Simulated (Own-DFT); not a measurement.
## Calculated data, Al₃₂O₄₇ (corundum with one vacancy, atoms displaced), Al₃₁GaO₄₈ (corundum with substituted atoms, atoms displaced), Al₁₆O₂₃ (corundum with two vacancies, strained, atoms displaced)

All values are calculated (Own-DFT development build). A calculation, not a measurement: plane-wave PBE density functional theory by an unreviewed code, no spin, of a simulated periodic cell, stress positive in tension, free energy of the whole cell less one offset for each atom, defect cell not probed for a lower state with spin; oxygen file: force components 24 meV/angstrom off all-electron in one glass; forces on such cells passed a denser k mesh, this cell's mesh not checked; offsets are fitted by least squares, one for each functional and potential file, so energies compare only between cells with the same atoms and settings and are not formation energies; the far tail of each file's local potential was reset to the Coulomb form; each entry is a single point on an unrelaxed cell, so the pressure reflects the starting lattice, mostly measured values, from which strain is counted, and rises with the displacements; printed positions are rounded, which can move forces by about a meV/angstrom; the program is a retired in-house code; no spin-orbit coupling; before rounding, a Quantum ESPRESSO 7.3.1 run of the same cell and cutoff gave forces within 1 meV/angstrom rms on each cell, which checks the program and not the settings.

Settings shared by all entries: functional PBE; potential files PseudoDojo norm-conserving, scalar-relativistic, standard set; wave cutoff 72 hartree; occupations Fermi-Dirac; smearing width 0.1 eV; k mesh 3 x 3 x 3 centred on Gamma.

(1) Al₃₂O₄₇ (corundum with one vacancy, atoms displaced)

```
CELL_PARAMETERS angstrom
5.49400 0.00000 8.66040
-2.74700 4.75790 8.66040
-2.74700 -4.75790 8.66040
ATOMIC_POSITIONS crystal
Al 0.17206 0.17722 0.17832
Al 0.32510 0.32737 0.32134
Al 0.42260 0.43119 0.42560
Al 0.07181 0.07051 0.07514
O 0.27478 0.46735 0.13424
O 0.47448 0.12527 0.27924
O 0.13097 0.28156 0.46523
O 0.21777 0.03340 0.37509
O 0.03370 0.37818 0.21682
O 0.37438 0.22219 0.02683
Al 0.18159 0.17267 0.67319
Al 0.32114 0.32233 0.82782
Al 0.42774 0.43199 0.91760
Al 0.06876 0.07565 0.57665
O 0.27196 0.47212 0.62822
O 0.47772 0.12266 0.77875
O 0.12442 0.28380 0.96548
O 0.21926 0.03006 0.87522
O 0.02372 0.37798 0.72271
O 0.36717 0.22027 0.53311
Al 0.18070 0.67084 0.17655
Al 0.32534 0.82538 0.31867
Al 0.42052 0.92347 0.42791
Al 0.07832 0.56860 0.07605
O 0.27692 0.97458 0.12742
O 0.47166 0.62554 0.27508
O 0.12236 0.77472 0.47335
O 0.22069 0.52436 0.37511
O 0.02930 0.87595 0.21795
O 0.37609 0.72210 0.02467
Al 0.18573 0.67213 0.67453
Al 0.32469 0.83103 0.81730
Al 0.42096 0.92576 0.92751
Al 0.07120 0.57427 0.57213
O 0.27628 0.97119 0.62894
O 0.46827 0.63081 0.78222
O 0.12074 0.77853 0.96920
O 0.21573 0.52822 0.87707
O 0.03218 0.87067 0.72266
O 0.37526 0.72308 0.52661
Al 0.67993 0.17367 0.17033
Al 0.81809 0.33149 0.31903
Al 0.92580 0.42815 0.42861
Al 0.57699 0.06700 0.07534
O 0.77413 0.47564 0.13211
O 0.62224 0.27966 0.47282
O 0.72646 0.02608 0.37434
O 0.52696 0.37175 0.22330
O 0.87625 0.22028 0.02232
Al 0.67653 0.18050 0.66958
Al 0.81614 0.33156 0.82296
Al 0.92087 0.42805 0.92760
Al 0.57597 0.07563 0.57515
O 0.77833 0.46705 0.62834
O 0.97655 0.12152 0.77498
O 0.61965 0.27881 0.97498
O 0.71829 0.02679 0.87407
O 0.53108 0.36980 0.72716
O 0.87153 0.22055 0.53154
Al 0.68193 0.67880 0.17243
Al 0.82447 0.82323 0.32841
Al 0.91795 0.92309 0.42802
Al 0.57871 0.56914 0.07905
O 0.77501 0.96761 0.12740
O 0.98029 0.62153 0.27411
O 0.62629 0.77231 0.48231
O 0.71727 0.53115 0.37700
O 0.53410 0.86859 0.22310
O 0.86800 0.73022 0.02417
Al 0.68149 0.67510 0.67230
Al 0.82374 0.82312 0.82618
Al 0.92275 0.93115 0.92133
Al 0.57193 0.57948 0.57065
O 0.77924 0.97983 0.62146
O 0.97228 0.62823 0.77894
O 0.62503 0.78381 0.97332
O 0.72056 0.53063 0.87540
O 0.52947 0.87395 0.72267
O 0.86792 0.71592 0.53714
```

| Property | Result |
| --- | --- |
| free energy of cell above offsets | -56.005 eV |
| pressure | 7.55 GPa |
| stress xx | -6.94 GPa |
| stress yy | -8.4 GPa |
| stress zz | -7.32 GPa |
| stress yz | 0.08 GPa |
| stress xz | -0.46 GPa |
| stress xy | -0.73 GPa |

Force:
```csv
element,x (eV/Å),y (eV/Å),z (eV/Å)
Al,-0.06,0.564,-0.237
Al,0.531,-1.13,-0.24
Al,-0.079,-0.77,-0.424
Al,-0.355,0.672,0.942
O,1.1,1.872,-0.745
O,0.142,-0.754,-0.764
O,-1.121,-0.966,-0.788
O,0.588,-0.639,-0.179
O,-1.072,-0.987,-0.637
O,-0.108,-0.459,0.086
Al,-1.749,0.254,-0.39
Al,0.562,-0.031,0.054
Al,-0.683,-1.467,0.11
Al,0.329,-0.02,-0.046
O,0.945,0.202,0.364
O,-0.785,0.12,-0.697
O,-0.584,-1.094,-0.444
O,0.297,-0.284,0.245
O,0.301,-0.072,-0.39
O,1.735,0.624,1.541
Al,-0.045,0.904,-0.56
Al,-0.566,-0.483,-0.236
Al,0.064,0.837,1.413
Al,-0.689,1.477,0.315
O,0.101,0.323,-0.679
O,-0.421,-0.205,0.22
O,0.371,0.684,0.082
O,-0.315,0.191,1.036
O,-0.214,-1.118,-0.366
O,-0.146,-0.445,0.545
Al,-1.879,-0.012,-1.135
Al,-0.535,-1.519,-0.039
Al,0.846,0.112,0.719
Al,0.066,-0.746,0.894
O,0.684,0.886,-0.799
O,0.934,-0.225,-1.094
O,0.61,-0.176,0.866
O,1.079,-0.048,0.65
O,-0.097,0.669,-0.026
O,0.233,0.099,0.003
Al,-0.822,-0.428,-0.101
Al,1.338,-2.056,0.681
Al,0.862,-0.082,-0.485
Al,-0.868,0.891,-0.047
O,0.779,1.29,-1.446
O,-0.33,0.561,-0.205
O,-0.455,0.087,-0.418
O,0.313,0.315,0.824
O,-0.492,-0.249,0.458
Al,-0.326,-1.241,0.185
Al,1.257,-1.162,0.086
Al,1.016,0.492,0.462
Al,-0.636,-0.145,-0.539
O,-0.415,0.784,-0.182
O,-1.079,0.581,0.406
O,0.753,0.394,0.337
O,0.142,0.39,0.897
O,-0.605,1.591,0.15
O,0.522,1.137,0.587
Al,-0.468,-0.054,-0.44
Al,0.525,0.435,-1.404
Al,0.708,0.707,2.171
Al,-0.905,1.002,-0.636
O,0.17,0.12,0.591
O,-1.818,-0.192,0.274
O,-0.111,1.282,-0.953
O,0.6,0,0.116
O,-1.388,-0.004,0.249
O,1.226,-1.09,0.955
Al,-2.258,-1.145,-0.378
Al,0.315,0.772,-0.019
Al,0.564,-0.894,-0.088
Al,0.35,-1.098,0.297
O,0.512,-0.563,-0.889
O,-0.179,-0.485,-0.902
O,-0.365,-0.532,-1.235
O,-0.114,-0.438,0.185
O,0.004,0.48,0.286
O,1.665,1.705,1.002
```

(2) Al₃₂O₄₇ (corundum with one vacancy, atoms displaced)

```
CELL_PARAMETERS angstrom
5.49400 0.00000 8.66040
-2.74700 4.75790 8.66040
-2.74700 -4.75790 8.66040
ATOMIC_POSITIONS crystal
Al 0.15546 0.18917 0.18287
Al 0.31665 0.32045 0.31988
Al 0.43022 0.43492 0.41714
Al 0.07278 0.06450 0.08619
O 0.27514 0.47692 0.11894
O 0.47113 0.11861 0.28514
O 0.12659 0.27466 0.48017
O 0.21602 0.01933 0.38344
O 0.03200 0.36322 0.21916
O 0.35762 0.23899 0.02682
Al 0.17951 0.16650 0.67773
Al 0.29709 0.32930 0.84059
Al 0.40658 0.43197 0.93744
Al 0.07963 0.06340 0.57904
O 0.27926 0.47994 0.62889
O 0.46109 0.14458 0.75503
O 0.13282 0.27036 0.97658
O 0.23147 0.04422 0.86048
O 0.02943 0.37112 0.71596
O 0.38072 0.21908 0.53096
Al 0.17662 0.68457 0.16897
Al 0.33377 0.84934 0.29994
Al 0.41555 0.92830 0.42784
Al 0.07536 0.56724 0.06882
O 0.28889 0.96584 0.12886
O 0.48402 0.61408 0.27231
O 0.11133 0.76676 0.48462
O 0.20759 0.52725 0.37821
O 0.03069 0.88110 0.21301
O 0.38040 0.71459 0.04154
Al 0.17415 0.68434 0.66949
Al 0.32377 0.83274 0.82266
Al 0.41980 0.91854 0.93497
Al 0.07919 0.56836 0.58055
O 0.29008 0.97201 0.61023
O 0.47813 0.61998 0.78285
O 0.13602 0.78368 0.96809
O 0.23488 0.52116 0.86673
O 0.03001 0.86358 0.72949
O 0.37303 0.71804 0.53214
Al 0.66517 0.19142 0.19283
Al 0.84676 0.31039 0.32014
Al 0.92937 0.41889 0.41809
Al 0.58388 0.06352 0.08767
O 0.78001 0.46388 0.12882
O 0.96539 0.11378 0.28409
O 0.62301 0.27866 0.47625
O 0.72966 0.04192 0.35235
O 0.53893 0.36703 0.22697
O 0.89308 0.21054 0.02586
Al 0.67632 0.17731 0.68592
Al 0.82930 0.33658 0.81221
Al 0.94401 0.42062 0.93028
Al 0.57533 0.06352 0.58287
O 0.79059 0.45851 0.62489
O 0.98450 0.11107 0.78584
O 0.60919 0.28468 0.97273
O 0.73149 0.02402 0.86925
O 0.54321 0.38754 0.70810
O 0.88106 0.21363 0.52734
Al 0.66916 0.68447 0.18873
Al 0.83563 0.84202 0.30492
Al 0.93865 0.90193 0.44061
Al 0.54069 0.57975 0.09962
O 0.80320 0.95921 0.12287
O 0.95394 0.62487 0.29939
O 0.60848 0.79302 0.48219
O 0.72367 0.52396 0.37205
O 0.53125 0.87356 0.23258
Al 0.65946 0.67898 0.68064
Al 0.81768 0.84109 0.81144
Al 0.91048 0.94583 0.91094
Al 0.57551 0.57449 0.57090
O 0.78304 0.97271 0.62428
O 0.97377 0.62823 0.78898
O 0.63160 0.77079 0.96496
O 0.72147 0.52848 0.86597
O 0.52942 0.88221 0.70442
O 0.87479 0.72290 0.53261
```

| Property | Result |
| --- | --- |
| free energy of cell above offsets | -42.027 eV |
| pressure | 14.89 GPa |
| stress xx | -14.79 GPa |
| stress yy | -15.05 GPa |
| stress zz | -14.83 GPa |
| stress yz | 1.32 GPa |
| stress xz | 0.23 GPa |
| stress xy | 1.4 GPa |

Force:
```csv
element,x (eV/Å),y (eV/Å),z (eV/Å)
Al,6.441,-2.401,-1.648
Al,-0.455,-0.765,2.252
Al,-0.35,-5.099,-0.268
Al,-0.037,2.518,-0.288
O,-2.105,-1.68,1.163
O,0.073,1.122,-0.437
O,0.121,0.678,-2.404
O,0.026,1.632,-0.342
O,-3.278,1.878,3.518
O,1.211,-2.7,0.009
Al,0.128,2.474,1.028
Al,6.232,2.953,1.262
Al,4.927,1.836,-0.341
Al,-0.857,0.371,0.755
O,0.091,0.246,-1.825
O,-0.458,-3.732,2.618
O,-2.887,-2.166,-1.859
O,0.022,-3.883,0.228
O,0.399,-0.015,2.075
O,-0.63,1.181,-1.591
Al,-1.003,-1.581,-1.296
Al,-0.346,-6.527,0.299
Al,1.991,-1.28,1.658
Al,-2.152,2.067,0.727
O,-0.875,3.426,-2.512
O,-3.505,1.372,3.377
O,4.035,0.589,3.601
O,1.884,0.82,0.964
O,1.319,-2.236,0.184
O,-3.977,3.884,-2.836
Al,1.212,-1.604,-0.605
Al,1.45,0.542,-1.604
Al,1.664,2.695,1.234
Al,-0.465,-0.607,-1.905
O,-3.078,-1.809,0.878
O,-2.182,0.254,-0.347
O,-0.505,-0.426,-0.828
O,-2.862,0.75,0.58
O,-0.884,1.722,1.153
O,0.272,1.825,-0.087
Al,4.842,2.005,-3.381
Al,-5.696,-0.03,-3.361
Al,-2.191,-0.744,2.883
Al,-0.814,2.552,1.2
O,1.072,-0.058,0.653
O,1.738,0.283,1.805
O,1.525,0.664,0.486
O,-0.224,-5.098,1.872
O,-4.886,2.569,0.776
O,-1.918,1.169,-0.651
Al,-1.809,3.824,-2.015
Al,-0.986,-2.03,0.552
Al,-3.352,0.618,-2.582
Al,0.017,4.013,1.102
O,-0.395,2.202,-1.393
O,-0.324,1.911,-0.484
O,1.618,-1.859,1.032
O,-2.626,-0.362,-0.021
O,-0.332,-3.351,-1.717
O,0.916,-0.089,0.581
Al,4.551,-0.229,-1.897
Al,-1.621,-4.741,0.207
Al,-3.859,2.877,-2.035
Al,9.432,-0.244,1.23
O,-1.81,3.982,-3.865
O,2.313,1.322,-0.6
O,2.044,0.032,-1.17
O,0.049,-0.437,0.987
O,-0.315,1.039,-0.886
Al,2.869,0.276,0.86
Al,1.04,-4.226,-0.996
Al,2.646,-4.165,2.624
Al,0.325,0.569,1.332
O,-0.373,1.113,-0.917
O,0.342,-0.673,-0.915
O,-1.698,0.65,0.852
O,-0.748,-1.036,1.304
O,-1.49,-2.98,0.416
O,-0.482,0.356,-0.405
```

(3) Al₃₁GaO₄₈ (corundum with substituted atoms, atoms displaced)

```
CELL_PARAMETERS angstrom
5.49400 0.00000 8.66040
-2.74700 4.75790 8.66040
-2.74700 -4.75790 8.66040
ATOMIC_POSITIONS crystal
Ga 0.17962 0.17604 0.17093
Al 0.32474 0.31565 0.32494
Al 0.43114 0.41951 0.42577
Al 0.06673 0.08954 0.05091
O 0.29025 0.46178 0.12407
O 0.44231 0.12842 0.30326
O 0.11551 0.29206 0.47580
O 0.20972 0.05391 0.35650
O 0.03752 0.36658 0.22622
O 0.40470 0.21329 0.02073
Al 0.16308 0.18811 0.67394
Al 0.31295 0.32286 0.82478
Al 0.45046 0.43503 0.90936
Al 0.08106 0.06265 0.58182
O 0.26570 0.46650 0.63271
O 0.45556 0.12356 0.80886
O 0.11881 0.27637 0.98164
O 0.22534 0.02504 0.88155
O 0.02599 0.36413 0.71958
O 0.36906 0.21038 0.54259
Al 0.18596 0.67775 0.16719
Al 0.34595 0.81419 0.32267
Al 0.41834 0.92283 0.42259
Al 0.07823 0.56984 0.06852
O 0.27318 0.96741 0.12660
O 0.47370 0.62341 0.28446
O 0.11518 0.77860 0.46934
O 0.21908 0.53943 0.35973
O 0.04040 0.87355 0.21347
O 0.37588 0.72759 0.01307
Al 0.14841 0.70793 0.67197
Al 0.33329 0.80910 0.80456
Al 0.44409 0.92472 0.90034
Al 0.04620 0.57632 0.58921
O 0.28098 0.96916 0.62749
O 0.47873 0.61514 0.79328
O 0.14181 0.77201 0.96789
O 0.21559 0.53321 0.86775
O 0.01146 0.88803 0.72182
O 0.38566 0.71458 0.51950
Al 0.69084 0.16711 0.16245
Al 0.82921 0.29808 0.33828
Al 0.93076 0.44099 0.40797
Al 0.57995 0.07391 0.07046
O 0.76389 0.47241 0.14609
O 0.96209 0.11811 0.28073
O 0.62706 0.27422 0.46716
O 0.73783 0.01440 0.39097
O 0.52070 0.37303 0.22761
O 0.86784 0.22955 0.02822
Al 0.66850 0.17914 0.69399
Al 0.83095 0.30361 0.83826
Al 0.93618 0.42268 0.90283
Al 0.58207 0.07916 0.55790
O 0.77974 0.49325 0.59971
O 0.95772 0.13708 0.76714
O 0.61921 0.27929 0.97445
O 0.71603 0.03012 0.88708
O 0.53072 0.37561 0.72333
O 0.88736 0.22985 0.51164
Al 0.66635 0.67508 0.18066
Al 0.83114 0.80277 0.32850
Al 0.93040 0.90852 0.43007
Al 0.56361 0.57164 0.08012
O 0.76687 0.98460 0.11234
O 0.97102 0.61771 0.27828
O 0.63687 0.77806 0.46575
O 0.72556 0.52584 0.38986
O 0.52490 0.87437 0.22034
O 0.88515 0.72017 0.02512
Al 0.66271 0.69111 0.67354
Al 0.81965 0.82319 0.81148
Al 0.92525 0.93693 0.92379
Al 0.56828 0.58996 0.56492
O 0.78490 0.97861 0.61463
O 0.97174 0.61262 0.79289
O 0.64318 0.76628 0.94981
O 0.72823 0.52822 0.86140
O 0.51974 0.89183 0.72159
O 0.87411 0.71684 0.54634
```

| Property | Result |
| --- | --- |
| free energy of cell above offsets | -40.011 eV |
| pressure | 16.47 GPa |
| stress xx | -18.53 GPa |
| stress yy | -15.97 GPa |
| stress zz | -14.91 GPa |
| stress yz | -0.81 GPa |
| stress xz | 1.54 GPa |
| stress xy | 0.59 GPa |

Force:
```csv
element,x (eV/Å),y (eV/Å),z (eV/Å)
Ga,1.455,2.624,-1.775
Al,-2.993,1.925,1.653
Al,-2.097,-0.01,-0.347
Al,1.308,-4.975,3.612
O,-0.476,1.626,-0.639
O,5.418,-1.296,-1.402
O,1.297,-1.134,0.055
O,1.295,-9.158,3.865
O,-1.367,2.57,0.417
O,-3.727,1.532,-1.928
Al,4.194,-1.438,-0.278
Al,-0.366,0.707,2.318
Al,-2.648,-5.388,-4.855
Al,-1.362,4.89,-1.096
O,0.779,1.107,-0.631
O,3.076,2.126,-0.172
O,-0.383,2.479,-2.226
O,-0.436,2.942,-2.781
O,-2.715,0.859,2.504
O,0.583,1.521,0.799
Al,0.201,0.336,-0.357
Al,-3.646,2.648,-4.447
Al,-0.038,2.066,2.205
Al,0.82,-0.706,-0.022
O,1.725,-0.84,0.583
O,0.038,-0.028,-1.212
O,1.805,-2.033,3.224
O,-0.383,-2.702,1.469
O,-1.777,-0.473,-2.092
O,1.673,-1.073,1.225
Al,3.9,-3.283,-1.956
Al,-3.742,-0.834,4.113
Al,-4.494,-3.35,1.633
Al,6.531,-0.311,2.127
O,-0.096,0.799,-2.472
O,1.471,5.135,0.275
O,-2.059,0.991,-2.018
O,0.507,0.652,0.662
O,0.548,0,0.704
O,-3.509,0.805,0.304
Al,-3.988,-1.768,1.451
Al,-0.047,2.283,0.854
Al,-0.48,-5.106,-2.291
Al,-1.995,-0.796,-0.816
O,1.51,0.664,-1.36
O,0.566,0.232,-0.467
O,-1.606,-1.126,0.196
O,0.673,2.805,-5.089
O,1.504,-0.334,-0.125
O,0.674,0.29,-0.646
Al,1.2,0.816,-0.805
Al,-2.886,4.839,-1.248
Al,-3.113,-2.274,2.665
Al,-1.849,-0.664,1.125
O,-1.188,-2.955,1.894
O,1.685,-2.091,0.563
O,2.734,-0.806,2.757
O,2.646,1.055,-1.709
O,-0.701,1.733,0.617
O,-1.299,-3.201,-0.339
Al,3.747,-1.018,0.871
Al,0.797,1.802,1.85
Al,-0.207,3.606,0.967
Al,1.364,0.6,0.429
O,0.716,-2.803,3.008
O,0.827,4.333,2.271
O,-3.839,0.57,-1.209
O,-0.353,3.042,-3.133
O,0.662,0.252,1.37
O,-1.569,0.608,-0.459
Al,2.635,-1.44,0.828
Al,-0.428,-0.71,1.886
Al,1.024,-1.968,-2.306
Al,4.088,-3.359,0.402
O,-1.395,-1.524,0.681
O,-0.053,2.438,-0.101
O,-2.599,-0.991,0.131
O,-0.506,-1.356,0.516
O,3.535,0.754,-3.385
O,-2.792,2.265,-2.884
```

(4) Al₁₆O₂₃ (corundum with two vacancies, strained, atoms displaced)

```
CELL_PARAMETERS angstrom
5.50810 0.08760 8.78410
-2.65890 4.66810 8.77190
-2.84400 -4.81340 8.79300
ATOMIC_POSITIONS crystal
Al 0.18030 0.16737 0.16458
Al 0.33070 0.32271 0.31668
Al 0.42584 0.43001 0.43122
Al 0.07528 0.07303 0.07998
O 0.28011 0.46921 0.12616
O 0.47630 0.13340 0.27204
O 0.12959 0.26964 0.46901
O 0.21932 0.04577 0.36721
O 0.02965 0.37129 0.22439
O 0.37617 0.21545 0.02715
Al 0.18394 0.17169 0.67509
Al 0.31841 0.32997 0.81321
Al 0.43012 0.42297 0.92732
Al 0.07585 0.07581 0.57526
O 0.28604 0.46612 0.62846
O 0.46635 0.12860 0.78409
O 0.11902 0.27435 0.97817
O 0.23210 0.02185 0.87799
O 0.02976 0.37706 0.71260
O 0.37587 0.22742 0.52987
Al 0.16706 0.67485 0.18168
Al 0.33309 0.82394 0.31541
Al 0.42653 0.92394 0.42515
Al 0.07610 0.57847 0.07542
O 0.27768 0.96719 0.13169
O 0.47232 0.61841 0.26983
O 0.12123 0.77810 0.47072
O 0.23054 0.52461 0.37139
O 0.03618 0.86860 0.22773
O 0.37654 0.71848 0.03271
Al 0.17575 0.67811 0.68292
Al 0.32632 0.81927 0.81409
Al 0.42154 0.91985 0.93474
Al 0.07869 0.56847 0.57582
O 0.26421 0.97293 0.63219
O 0.47644 0.62962 0.76419
O 0.21441 0.52846 0.87271
O 0.03305 0.87340 0.72009
O 0.37744 0.71731 0.52994
Al 0.67922 0.17397 0.17902
Al 0.82454 0.32590 0.32905
Al 0.93067 0.40985 0.44384
Al 0.58094 0.07324 0.07965
O 0.77325 0.47445 0.11973
O 0.97332 0.12893 0.27339
O 0.62787 0.27125 0.46119
O 0.72998 0.01656 0.37669
O 0.53923 0.36416 0.22211
O 0.87217 0.21665 0.04088
Al 0.67329 0.18074 0.67582
Al 0.81627 0.32376 0.82400
Al 0.93006 0.43094 0.91564
Al 0.57030 0.06948 0.57441
O 0.78182 0.48580 0.61292
O 0.97000 0.11521 0.78200
O 0.62177 0.28988 0.97047
O 0.72562 0.02682 0.87989
O 0.52965 0.36931 0.71896
O 0.87847 0.21514 0.53392
Al 0.66695 0.69046 0.17952
Al 0.83159 0.82910 0.33059
Al 0.92547 0.91696 0.43477
Al 0.57898 0.56415 0.08381
O 0.78497 0.96436 0.12598
O 0.62526 0.77811 0.47415
O 0.72586 0.52906 0.37767
O 0.52037 0.87715 0.22475
O 0.87111 0.71609 0.03364
Al 0.68413 0.67247 0.68057
Al 0.83083 0.82331 0.81358
Al 0.93389 0.91342 0.93513
Al 0.57926 0.57232 0.56388
O 0.78901 0.97307 0.61430
O 0.97158 0.62722 0.77252
O 0.61905 0.77728 0.97116
O 0.72195 0.51751 0.87417
O 0.53466 0.87449 0.72335
O 0.88461 0.71327 0.52967
```

| Property | Result |
| --- | --- |
| free energy of cell above offsets | -49.439 eV |
| pressure | 6.11 GPa |
| stress xx | -7.75 GPa |
| stress yy | -9.23 GPa |
| stress zz | -1.34 GPa |
| stress yz | -0.12 GPa |
| stress xz | 1.01 GPa |
| stress xy | 8.22 GPa |

Force:
```csv
element,x (eV/Å),y (eV/Å),z (eV/Å)
Al,-1.788,0.394,3.008
Al,-1.227,-0.109,1.446
Al,0.711,-0.056,-1.749
Al,-0.52,-0.207,-1.287
O,0.287,0.845,-0.524
O,1.067,-1.8,-1.279
O,0.363,-0.112,1.961
O,1.246,-1.876,-0.349
O,-0.308,0.55,0.205
O,0.347,0.454,1.019
Al,-0.697,0.041,0.162
Al,0.01,-3.684,2.274
Al,-0.915,0.85,-1.36
Al,0.403,-0.757,-1.171
O,-0.934,2.737,-1.528
O,1.423,-0.266,-0.939
O,0.983,1.629,-0.084
O,-1.137,0.909,-0.967
O,0.062,-1.227,0.282
O,-0.116,-0.708,-1.412
Al,1.085,0.453,0.231
Al,-2.003,-1.749,-0.45
Al,-0.732,0.456,0.368
Al,-0.31,-1.433,-0.943
O,0.578,0.585,-0.798
O,-1.494,0.131,2.91
O,1.679,-0.775,1.544
O,-0.699,-0.438,-0.076
O,-0.559,0.71,-0.019
O,-0.008,-0.116,-1.117
Al,0.798,1.485,-1.171
Al,-1.047,-1.598,1.624
Al,0.482,0.94,-0.246
Al,0.914,0.912,0.202
O,2.152,0.465,0.619
O,-0.175,-1.528,-0.415
O,0.335,-1.068,1.398
O,-0.538,-0.183,-0.265
O,-0.236,0.995,-0.649
Al,0.758,0.256,0.251
Al,1.233,0.852,-1.038
Al,0.08,3.092,-0.963
Al,-0.049,0.96,-1.435
O,0.823,-0.66,1.398
O,-0.211,-1.224,-0.246
O,-0.171,-0.341,2.032
O,-1.361,0.465,0.591
O,-1.438,0.357,-0.021
O,1.167,1.031,-0.733
Al,0.98,-1.52,-0.928
Al,1.163,-0.436,0.64
Al,-1.4,-1.7,-0.519
Al,0.545,0.394,1.576
O,0.083,-2.372,-0.267
O,-0.726,1.181,1.55
O,0.664,-1.208,-0.778
O,0.031,0.357,-0.759
O,-0.864,1.371,1.59
O,-1.092,0.683,-0.355
Al,3.279,-0.546,-1.712
Al,1.25,-1.003,-3.108
Al,0.542,2.149,0.732
Al,0.232,0.869,-1.252
O,-1.133,-0.026,0.503
O,-0.236,1.175,0.057
O,0.168,0.681,-1.459
O,-0.165,0.258,1.016
O,0.31,0.526,0.199
Al,-0.418,1.156,-1.132
Al,-1.858,-0.603,1.011
Al,0.285,0.317,-0.413
Al,-0.783,-1.101,1.701
O,-1.751,-1.073,0.478
O,0.563,-0.426,-0.142
O,0.923,0.197,1.498
O,-0.12,0.237,1.369
O,0.184,-0.315,-1.156
O,-0.972,0.143,-0.227
```
